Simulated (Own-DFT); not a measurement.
# Shaking the atoms of beta-Si3N4, 112 atoms (N64Si48)

All numbers below are calculated, not measured. They come from Own-DFT, an in-house plane-wave density functional program, since retired, whose code no person has reviewed. Each row is one single-point run on a periodic cell that was not relaxed, without spin or spin-orbit coupling.

Settings of every run: PBE; PseudoDojo norm-conserving scalar-relativistic files; cutoff 42 hartree; 2 x 2 x 4 k mesh centred on Gamma; Fermi-Dirac smearing of 0.1 eV.

Known limits, some of them of some rows only: some atoms lie very close together; forces on such cells moved up to 12 meV/angstrom on a denser k mesh; stress not checked against mesh or cutoff.

Cell vectors in Å: (15.212, 0.000, 0.000); (-7.606, 13.174, 0.000); (0.000, 0.000, 5.818). In each run every atom was moved at random and independently from its ideal site; u is the rms move along one axis. E is the free energy for each atom above the fitted value at u = 0, and F the rms of the force components.

```
run,u (Å),E (meV/atom),F (eV/Å),largest force (eV/Å),P (GPa)
1,0.0188,16.0,0.838,3.16,5.52
2,0.0193,19.4,0.902,3.26,5.50
3,0.0481,108.4,2.008,8.61,8.05
4,0.0486,110.1,2.012,8.54,7.72
5,0.0515,?,?,?,?
6,0.0962,430.2,4.562,26.00,16.33
7,0.1041,549.1,5.162,24.60,19.17
8,0.1531,1227.7,10.375,49.01,37.53
```

## Worked fit

For small independent moves the energy grows as E = (3/2) K u², with K the mean stiffness felt by one atom. The runs with u up to 0.11 Å give K = 31.9 ± 0.8 eV/Å², with residuals divided by u² + 0.0006 Å², since the noise grows with the moves. The scatter is 5.7 meV/atom at u = 0.05 Å. The forces follow F = G u with G = 45.3 eV/Å²; no force at u = 0 is resolved. G exceeds K because the moves of its neighbours add to the force on an atom, and stiffness differs between atoms. At u = 0.153 Å the parabola gives 1123 meV/atom and the run 1228. The pressure follows P = 4.96 + 1275 u² GPa: at fixed volume, shortened bonds push harder than stretched ones pull.

## Withheld run

Question: what energy and rms force should run 5 give?

The fit gives 127 ± 7 meV/atom and about 2.33 eV/Å. The calculation gave 126.3 meV/atom and 2.125 eV/Å.
